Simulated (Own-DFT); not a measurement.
# Cleaving wurtzite AlN, m plane (10-10)

The numbers are computed, not measured, by runs of the plane-wave DFT program Own-DFT (in-house, retired, unreviewed) at fixed positions, with no spin and no spin-orbit coupling.

Caveats (not all hold for every row): some atoms lie very close together; k mesh not checked against a denser one.

Both sets of runs: PBE; PseudoDojo norm-conserving scalar-relativistic files; cutoff 42 hartree; Gaussian smearing of 0.01 eV. The slab has 128 atoms in 16 layers, two equal faces of 62.02 Å² as cut, 15 Å of vacuum, a dipole correction along the normal and a 6 x 3 x 1 mesh. The bulk cell has 72 atoms, the same measured lattice constants and a 4 x 4 x 3 mesh. In the slab only the 32 atoms nearest the faces were moved at random; u is their rms move along one axis. Energies are counted from -174.06 eV for each atom.

| slab run | u (Å) | E (eV, cell) |
|---|---|---|
| 1 | 0.0414 | 20.980 |
| 2 | 0.0432 | 20.615 |
| 3 | 0.0464 | 20.781 |
| 4 | 0.0472 | 21.120 |
| 5 | 0.0478 | 20.426 |
| 6 | 0.0480 | 21.486 |
| 7 | 0.0511 | 20.047 |
| 8 | 0.0537 | 22.160 |
| 9 | 0.0563 | 21.802 |
| 10 | 0.1085 | 31.326 |
| 11 | 0.1097 | 27.520 |
| 12 | 0.1141 | 30.297 |

```
bulk run,u (Å),E (meV/atom)
1,0.0202,-1.38
2,0.0208,-1.44
3,0.0211,0.50
4,0.0213,0.61
5,0.0853,245.84
6,0.0874,214.65
7,0.0995,310.78
8,0.0999,338.12
9,0.1057,370.37
10,0.1063,370.83
```

Asked: what is the energy of the unrelaxed surface?

## Working it out

Take each set to u = 0 with E = a + b u². Rows are weighted down as u grows, with residuals divided by u² + 0.0006 Å². Slab: a = 19.09 ± 0.36 eV. Bulk: a = -15.2 ± 0.9 meV/atom. The excess is 19.09 - 128 x (-0.0152) = 21.03 ± 0.38 eV. Over two faces that is 170 meV/Å², or 2.72 ± 0.05 J/m². Relaxing the faces would lower the energy, and the unlike meshes and the reach from the smallest u down to zero add errors that aren't counted here.
